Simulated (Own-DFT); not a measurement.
# Response to strain: C40 NbSi2, 36 atoms (Nb12Si24)

All numbers below are calculated, not measured. They come from Own-DFT, an in-house plane-wave density functional program, since retired, whose code no person has reviewed. Each row is one single-point run on a periodic cell that was not relaxed, without spin or spin-orbit coupling.

Settings of every run: PBE; PseudoDojo norm-conserving scalar-relativistic files; cutoff 42 hartree; 4 x 4 x 5 k mesh centred on Gamma; cold (Marzari-Vanderbilt) smearing of 0.2 eV.

Known limits: forces on such cells failed a check on a denser k mesh; stress not checked against mesh or cutoff.

Unstrained cell vectors in Å: (0.000, 8.324, 0.000); (-9.613, 0.000, 0.000); (0.000, 0.000, 6.586). The unstrained cell was taken from the Materials Project. The random moves and any unrelaxed bonds add to the pressure at no strain. Each run strains this cell uniformly, with the atoms carried along. Every atom was also moved at random, by a Gaussian of width 0.05 Å on each axis. Strain is the symmetric tensor, in per cent. Stress is positive in tension, and the pressure is minus a third of its trace.

| run | e_xx (%) | e_yy (%) | e_zz (%) | e_yz (%) | e_xz (%) | e_xy (%) | s_xx (GPa) | s_yy (GPa) | s_zz (GPa) | s_yz (GPa) | s_xz (GPa) | s_xy (GPa) | P (GPa) | E (meV/atom) |
|---|---|---|---|---|---|---|---|---|---|---|---|---|---|---|
| 1 | 0.80 | -1.14 | -1.26 | -0.67 | -1.82 | -0.31 | -0.91 | -6.85 | -10.16 | -2.30 | -5.66 | -0.85 | 5.97 | 9.8 |
| 2 | -1.15 | 1.56 | 1.79 | 1.20 | 1.43 | 0.11 | -4.32 | 3.93 | 3.96 | 3.02 | 4.16 | 0.49 | -1.19 | 8.9 |
| 3 | 0.56 | 0.61 | 1.33 | -1.78 | 0.46 | -1.07 | 1.19 | 1.11 | 2.57 | -4.77 | 1.22 | -3.12 | -1.62 | 6.0 |
| 4 | 0.59 | 0.08 | 2.00 | 1.87 | 1.81 | -1.63 | 1.22 | -0.69 | 4.69 | 4.92 | 5.53 | -4.64 | -1.74 | 21.9 |
| 5 | 1.18 | 1.80 | -1.17 | 0.28 | -0.14 | -1.19 | 1.66 | 3.76 | -6.80 | 1.38 | -0.54 | -3.20 | 0.46 | 11.3 |
| 6 | -1.42 | 0.28 | 0.87 | 1.23 | -1.20 | 0.86 | -7.39 | -1.44 | -1.01 | 3.42 | -3.88 | 2.74 | 3.28 | 12.9 |
| 7 | -1.56 | 0.51 | -1.56 | 0.06 | -0.22 | 1.04 | -9.60 | -3.24 | -11.86 | 0.04 | -0.13 | 3.02 | 8.23 | 21.0 |
| 8 | -0.32 | -0.02 | -1.52 | -1.26 | 1.16 | 1.38 | -5.16 | -4.02 | -11.62 | -4.41 | 3.79 | 4.11 | 6.93 | 22.3 |
| 9 | 0.74 | -1.83 | -0.13 | 0.34 | 0.59 | 0.12 | -1.00 | -8.72 | -4.88 | 1.37 | 1.65 | 0.19 | 4.87 | 3.2 |
| 10 | -0.93 | -0.54 | -0.15 | 1.46 | -1.26 | -0.03 | -6.85 | -5.35 | -6.05 | 4.21 | -4.07 | 0.14 | 6.08 | 22.1 |
| 11 | 0.88 | 1.18 | 1.24 | 0.90 | 0.93 | -1.15 | 2.01 | 3.25 | 3.22 | 2.59 | 2.55 | -3.42 | -2.83 | 5.4 |
| 12 | -0.10 | -0.99 | -0.65 | -1.31 | 1.30 | 1.25 | -4.32 | -6.53 | -7.96 | -4.98 | 4.56 | 3.58 | 6.27 | 15.0 |
| 13 | 1.85 | 1.75 | 1.14 | -0.68 | -0.95 | -0.23 | 5.38 | 5.61 | 4.02 | -1.69 | -2.52 | -0.79 | -5.00 | 7.0 |
| 14 | 0.46 | -0.96 | 1.35 | -1.75 | -1.71 | 1.09 | 0.32 | -4.42 | 1.28 | -6.01 | -4.80 | 2.67 | 0.94 | 5.4 |
| 15 | 0.18 | 0.05 | -0.18 | 1.58 | -0.13 | 0.87 | -1.29 | -2.04 | -4.79 | 5.26 | -0.19 | 2.78 | 2.71 | 0.0 |
| 16 | 0.37 | 0.16 | 1.72 | -1.88 | 0.98 | 1.55 | ? | ? | ? | ? | ? | ? | ? | ? |

E is the free energy for each atom above the lowest run shown.

## Worked fit

Each stress component was fitted by least squares to a constant and the strains of the runs shown, as fractions, with shears doubled. Shear strains stay in the fit of a normal stress only where such slopes are resolved. The slopes, in GPa:

| stress | at no strain | per e_xx | per e_yy | per e_zz | scatter |
|---|---|---|---|---|---|
| s_xx | -2.6 | 372 ± 12 | 41 ± 11 | 87 ± 10 | 0.44 |
| s_yy | -2.5 | 62 ± 7 | 355 ± 6 | 79 ± 5 | 0.24 |
| s_zz | -4.2 | 86 ± 9 | 79 ± 8 | 441 ± 8 | 0.34 |

Each shear stress against twice its own strain: yz 155 ± 7, xz 155 ± 3, xy 142 ± 3 GPa. These are stiffnesses along x, y and z of the frame in which the cell vectors are given, which need not be the crystal's axes. The atoms are held to the strained lattice; where symmetry lets them move under strain, relaxing them would lower some slopes. The table should be nearly symmetric about its diagonal, and what it lacks of that shows the noise. A ninth of its sum, 178 ± 5 GPa, estimates the bulk modulus near the mean pressure of these runs, 2.2 GPa, so it lies above the value at zero pressure.

## Withheld run

Question: what normal stresses and pressure should run 16 give?

The fit gives s_xx = 0.3, s_yy = -0.3, s_zz = 3.9 and P = -1.3 GPa. The calculation gave -0.04, 0.50, 3.73 and P = -1.40 GPa.
